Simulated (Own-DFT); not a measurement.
# How strain changes the stress of wurtzite AlGaN with randomly placed atoms, 72 atoms (Al27Ga9N36)

All numbers below are calculated, not measured. The program, named Own-DFT, is a retired in-house plane-wave density functional code that no person has reviewed. Each row is one single-point run on a periodic cell that was not relaxed, without spin or spin-orbit coupling.

Settings of every run: PBE; PseudoDojo norm-conserving scalar-relativistic files; cutoff 42 hartree; 4 x 4 x 3 k mesh centred on Gamma; Fermi-Dirac smearing of 0.1 eV.

Known limits: forces on such cells passed a denser k mesh, each cell not checked; stress not checked against mesh or cutoff.

Unstrained cell vectors in Å: (9.394, 0.000, 0.000); (-4.697, 8.135, 0.000); (0.000, 0.000, 10.066). The unstrained cell has measured lattice constants (interpolated for alloys), not those of this functional. That, the random moves and any unrelaxed bonds set the pressure at no strain. Each run strains this cell uniformly, with the atoms carried along. Every atom was also moved at random, by a Gaussian of width 0.05 Å on each axis. The random placing of the alloy's atoms differs from row to row. Strain is the symmetric tensor, in per cent. Stress is positive in tension, and the pressure is minus a third of its trace.

| run | e_xx (%) | e_yy (%) | e_zz (%) | s_xx (GPa) | s_yy (GPa) | s_zz (GPa) | P (GPa) | E (meV/atom) |
|---|---|---|---|---|---|---|---|---|
| 1 | -3.00 | -3.00 | 0.00 | -26.65 | -24.85 | -13.31 | 21.60 | 67.1 |
| 2 | -1.75 | -1.75 | 0.00 | -16.94 | -17.29 | -8.98 | 14.40 | 24.4 |
| 3 | 1.00 | 1.00 | 0.00 | 0.14 | -2.00 | -6.03 | 2.63 | 4.1 |
| 4 | 0.50 | 0.50 | 0.00 | -5.30 | -4.65 | -6.15 | 5.37 | 30.7 |
| 5 | -2.00 | -2.00 | 0.00 | -17.64 | -19.25 | -10.29 | 15.73 | 22.4 |
| 6 | -2.75 | -2.75 | 0.00 | -26.37 | -22.90 | -10.46 | 19.91 | 47.3 |
| 7 | 2.50 | 2.50 | 0.00 | 6.69 | 5.90 | -4.09 | -2.83 | 0.0 |
| 8 | -0.75 | -0.75 | 0.00 | -12.19 | -13.24 | -5.98 | 10.47 | 23.6 |
| 9 | 1.75 | 1.75 | 0.00 | ? | ? | ? | ? | ? |

E is the free energy for each atom above the lowest run shown.

## Worked fit

The change of volume is close to e_xx + e_yy + e_zz. A straight line through the runs shown gives P = 7.56 - 220 x (fractional change of volume) GPa, with an error of 7 on the slope and a scatter of 0.72 GPa. The strain isn't the same on all axes and the cell isn't cubic, so the slope belongs to this path and is not the bulk modulus.

## Withheld run

Question: what pressure should run 9 give? Its volume changes by 3.53 %.

The line gives -0.2 GPa. The calculation gave -0.52 GPa.
